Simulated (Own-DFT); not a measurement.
# Which arrangement is lower? Al2C36Si34, 72 atoms

Calculated results; nothing here was measured. They come from Own-DFT, an in-house plane-wave density functional program, since retired, whose code no person has reviewed. Each row is one single-point run on a periodic cell that was not relaxed, without spin or spin-orbit coupling.

Settings of every run: PBE; PseudoDojo norm-conserving scalar-relativistic files; cutoff 42 hartree; 4 x 4 x 3 k mesh centred on Gamma; Fermi-Dirac smearing of 0.1 eV.

Known limits: not probed for a lower state with spin; forces on such cells passed a denser k mesh, each cell not checked; stress not checked against mesh or cutoff.

All cells hold the same atoms in the same cell, with vectors in Å (9.248, 0.000, 0.000); (-4.624, 8.009, 0.000); (0.000, 0.000, 10.068). Every atom was moved at random from its ideal site; u is the rms move along one axis. The defect's site can differ from row to row. E is the free energy of the cell above the lowest run. The arrangements:

- A: 4H SiC, with two Al on a Si site each, 3.1 Å apart
- B: 2H SiC, with two Al on a Si site each, 3.1 Å apart

| arrangement | u (Å) | E (eV) | P (GPa) |
|---|---|---|---|
| A | 0.0286 | 0.130 | 5.73 |
| A | 0.0287 | 0.000 | 5.64 |
| A | 0.0293 | 0.261 | 5.83 |
| A | 0.0496 | 4.390 | 7.21 |
| A | 0.0499 | 3.889 | 6.97 |
| A | 0.0521 | 5.407 | 7.46 |
| B | 0.0285 | 0.437 | 5.84 |
| B | 0.0292 | 0.632 | 5.85 |
| B | 0.0314 | 1.061 | 6.00 |
| B | 0.0457 | 3.284 | 6.82 |
| B | 0.0462 | 3.486 | 6.74 |
| B | 0.0464 | 3.640 | 6.92 |

Question: once the cost of the random moves is taken out, how do the arrangements rank?

## Worked answer

Fit E = a + b u², with one b for all and one a for each arrangement, and with residuals divided by u², since the noise grows with the moves. Then b = 2443 eV/Å², the scatter at u = 0.04 Å is 0.23 eV, and against A:

- B: 0.39 ± 0.09 eV (higher)

These are energies of unrelaxed cells. Relaxing the atoms lowers the strained arrangements most, so the gaps would shrink and small ones could change sign.
